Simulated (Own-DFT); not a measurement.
# How strain changes the stress of diamond-structure GeSn with randomly placed atoms, 64 atoms (Ge60Sn4)

These are calculations, not measurements. They come from Own-DFT, an in-house plane-wave density functional program, since retired, whose code no person has reviewed. Each row is one single-point run on a periodic cell that was not relaxed, without spin or spin-orbit coupling.

Settings of every run: PBE; PseudoDojo norm-conserving scalar-relativistic files; cutoff 49 hartree; 3 x 3 x 3 k mesh centred on Gamma; Fermi-Dirac smearing of 0.1 eV.

Known limits: forces on such cells moved up to 12 meV/angstrom on a denser k mesh; stress not checked against mesh or cutoff.

Unstrained cell vectors in Å: (11.420, 0.000, 0.000); (0.000, 11.420, 0.000); (0.000, 0.000, 11.420). The unstrained cell has measured lattice constants (interpolated for alloys), not those of this functional. That, the random moves and any unrelaxed bonds set the pressure at no strain. Each run strains this cell uniformly, with the atoms carried along. Every atom was also moved at random, by a Gaussian of width 0.05 Å on each axis. The random placing of the alloy's atoms differs from row to row. Strain is the symmetric tensor, in per cent. Stress is positive in tension, and the pressure is minus a third of its trace.

```
run  e_xx (%)  e_yy (%)  e_zz (%)  s_xx (GPa)  s_yy (GPa)  s_zz (GPa)  P (GPa)  E (meV/atom)
  1     -2.75     -2.75      0.00      -10.49      -10.36       -8.76     9.87          95.6
  2      1.00      1.00      0.00       -3.08       -2.98       -3.61     3.22           0.0
  3      2.75      2.75      0.00       -0.77       -0.70       -2.21     1.23           6.3
  4      2.00      2.00      0.00       -1.74       -1.66       -2.88     2.09           7.3
  5      0.50      0.50      0.00       -3.89       -4.18       -4.31     4.13          16.4
  6      0.25      0.25      0.00       -4.51       -4.33       -4.66     4.50          21.2
  7     -0.25     -0.25      0.00       -5.47       -5.43       -5.35     5.42          39.1
  8     -0.50     -0.50      0.00       -5.79       -5.67       -5.51     5.65          32.5
  9      2.25      2.25      0.00           ?           ?           ?        ?             ?
```

E is the free energy for each atom above the lowest run shown.

## Worked fit

The change of volume is close to e_xx + e_yy + e_zz. A straight line through the runs shown gives P = 5.12 - 79 x (fractional change of volume) GPa, with an error of 4 on the slope and a scatter of 0.36 GPa. The strain isn't the same on all axes, but the crystal is cubic, so the slope still estimates the bulk modulus, averaged over pressures from 1.2 to 9.9 GPa.

## Withheld run

Question: what pressure should run 9 give? Its volume changes by 4.55 %.

The line gives 1.5 GPa. The calculation gave 1.74 GPa.
